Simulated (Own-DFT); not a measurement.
# Strain and stress in wurtzite AlN, 128 atoms (Al64N64)

Calculated results; nothing here was measured. They come from Own-DFT, an in-house plane-wave density functional program, since retired, whose code no person has reviewed. Each row is one single-point run on a periodic cell that was not relaxed, without spin or spin-orbit coupling.

Settings of every run: PBE; PseudoDojo norm-conserving scalar-relativistic files; cutoff 42 hartree; 3 x 3 x 3 k mesh centred on Gamma; Gaussian smearing of 0.01 eV.

Known limits: k mesh not checked against a denser one; stress not checked against mesh or cutoff.

Unstrained cell vectors in Å: (12.448, 0.000, 0.000); (-6.224, 10.780, 0.000); (0.000, 0.000, 9.964). The unstrained cell has measured lattice constants (interpolated for alloys), not those of this functional. That, the random moves and any unrelaxed bonds set the pressure at no strain. Each run strains this cell uniformly, with the atoms carried along. Every atom was also moved at random, by a Gaussian of width 0.05 Å on each axis. Strain is the symmetric tensor, in per cent. Stress is positive in tension, and the pressure is minus a third of its trace.

```
run  e_xx (%)  e_yy (%)  e_zz (%)  s_xx (GPa)  s_yy (GPa)  s_zz (GPa)  P (GPa)  E (meV/atom)
  1      0.00      0.00     -1.25       -5.89       -6.99      -11.33     8.07          10.7
  2      0.00      0.00      2.75       -3.26       -4.04        4.70     0.87          18.2
  3      0.00      0.00      0.75       -5.73       -3.89       -2.96     4.19           5.6
  4      0.00      0.00     -0.75       -6.34       -6.72       -8.57     7.21          11.1
  5      0.00      0.00      0.50       -5.87       -4.04       -3.75     4.55           0.0
  6      0.00      0.00     -0.50       -7.80       -6.49       -5.57     6.62          10.6
  7      0.00      0.00      1.50       -3.70       -3.98       -0.01     2.56           2.8
  8      0.00      0.00      3.00       -3.31       -4.91        7.19     0.34          11.2
  9      0.00      0.00     -0.25           ?           ?           ?        ?             ?
```

E is the free energy for each atom above the lowest run shown.

## Worked fit

The change of volume is close to e_xx + e_yy + e_zz. A straight line through the runs shown gives P = 5.67 - 182 x (fractional change of volume) GPa, with an error of 5 on the slope and a scatter of 0.22 GPa. The strain isn't the same on all axes and the cell isn't cubic, so the slope belongs to this path and is not the bulk modulus.

## Withheld run

Question: what pressure should run 9 give? Its volume changes by -0.25 %.

The line gives 6.1 GPa. The calculation gave 5.99 GPa.
